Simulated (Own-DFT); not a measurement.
# Shaking the atoms of zincblende GaP, 64 atoms (Ga32P32)

These are calculations, not measurements. They come from Own-DFT, an in-house plane-wave density functional program, since retired, whose code no person has reviewed. Each row is one single-point run on a periodic cell that was not relaxed, without spin or spin-orbit coupling.

Settings of every run: PBE; PseudoDojo norm-conserving scalar-relativistic files; cutoff 42 hartree; 3 x 3 x 3 k mesh centred on Gamma; Fermi-Dirac smearing of 0.1 eV.

Known limits, some of them of some rows only: some atoms lie very close together; forces on such cells passed a denser k mesh, each cell not checked; stress not checked against mesh or cutoff.

Cell vectors in Å: (10.901, 0.000, 0.000); (0.000, 10.901, 0.000); (0.000, 0.000, 10.901). In each run every atom was moved at random and independently from its ideal site; u is the rms move along one axis. E is the free energy for each atom above the fitted value at u = 0, and F the rms of the force components.

| run | u (Å) | E (meV/atom) | F (eV/Å) | largest force (eV/Å) | P (GPa) |
|---|---|---|---|---|---|
| 1 | 0.0184 | 6.3 | 0.240 | 0.84 | 2.69 |
| 2 | 0.0195 | 7.8 | 0.276 | 1.02 | 2.71 |
| 3 | 0.0196 | 8.1 | 0.283 | 1.03 | 2.72 |
| 4 | 0.0473 | 46.6 | 0.754 | 2.48 | 3.30 |
| 5 | 0.0507 | 53.1 | 0.803 | 2.75 | 3.35 |
| 6 | 0.0517 | ? | ? | ? | ? |
| 7 | 0.0962 | 191.4 | 1.832 | 7.43 | 5.48 |
| 8 | 0.0982 | 187.1 | 1.691 | 7.60 | 5.32 |
| 9 | 0.1002 | 201.2 | 1.826 | 7.85 | 5.69 |
| 10 | 0.1499 | 390.8 | 2.659 | 11.47 | 8.30 |
| 11 | 0.1894 | 669.4 | 3.623 | 16.58 | 12.52 |

## Worked fit

For small independent moves the energy grows as E = (3/2) K u², with K the mean stiffness felt by one atom. The runs with u up to 0.11 Å give K = 13.5 ± 0.2 eV/Å², with residuals divided by u² + 0.0006 Å², since the noise grows with the moves. The scatter is 1.6 meV/atom at u = 0.05 Å. The forces follow F = G u with G = 16.1 eV/Å²; no force at u = 0 is resolved. G exceeds K because the moves of its neighbours add to the force on an atom, and stiffness differs between atoms. At u = 0.189 Å the parabola gives 726 meV/atom and the run 669. The pressure follows P = 2.60 + 300 u² GPa: at fixed volume, shortened bonds push harder than stretched ones pull.

## Withheld run

Question: what energy and rms force should run 6 give?

The fit gives 54 ± 2 meV/atom and about 0.83 eV/Å. The calculation gave 50.0 meV/atom and 0.761 eV/Å.
